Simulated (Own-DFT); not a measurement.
# Point defects and the pressure they add: zincblende InP

Calculated, not measured: single-point runs of Own-DFT, a retired in-house plane-wave DFT program that no person has reviewed, on unrelaxed cells, without spin or spin-orbit coupling.

Method: PBE; PseudoDojo norm-conserving scalar-relativistic files; cutoff 36 hartree; 3 x 3 x 3 k mesh centred on Gamma; Fermi-Dirac smearing of 0.1 eV.

Caveats (not all hold for every row): not probed for a lower state with spin; forces on such cells moved up to 12 meV/angstrom on a denser k mesh; stress not checked against mesh or cutoff.

All runs share one cell, with vectors in Å (11.737, 0.000, 0.000); (0.000, 11.737, 0.000); (0.000, 0.000, 11.737) and a volume of 1617.0 Å³. Atoms were moved at random from their sites; u is the rms move along one axis. The defect's site can differ from row to row.

```
cell,formula,u (Å),P (GPa)
no defect,In32P32,0.0197,3.20
no defect,In32P32,0.0209,3.21
no defect,In32P32,0.0504,3.58
one In on a P site and one P on an In site,In32P32,0.0278,3.65
one In on a P site and one P on an In site,In32P32,0.0300,3.59
one In on a P site and one P on an In site,In32P32,0.0505,4.15
one In on a P site and one P on an In site,In32P32,0.0523,?
two P vacancies,In32P30,0.0286,2.89
two P vacancies,In32P30,0.0293,2.96
two P vacancies,In32P30,0.0303,2.91
```

## Fit

P = P0 + c u² + a shift for each defect gives P0 = 3.07 GPa, c = 229 ± 32 GPa/Å² and a scatter of 0.07 GPa. The shifts, and each times the cell's volume:

- one In on a P site and one P on an In site: 0.40 ± 0.06 GPa, 4.1 eV
- two P vacancies: -0.35 ± 0.06 GPa, -3.6 eV (-1.8 eV for each of its 2 sites)

Against the defect-free cell, a freed cell would be larger where the shift is positive and smaller where it is negative (160.2 GPa Å³ is 1 eV). The atoms around the defects weren't relaxed, which would change these numbers.

## Check

Question: what pressure belongs in the blank (one In on a P site and one P on an In site, u = 0.0523 Å)?

From the fit: 4.10 ± 0.09 GPa. The calculation gave 3.95 GPa.
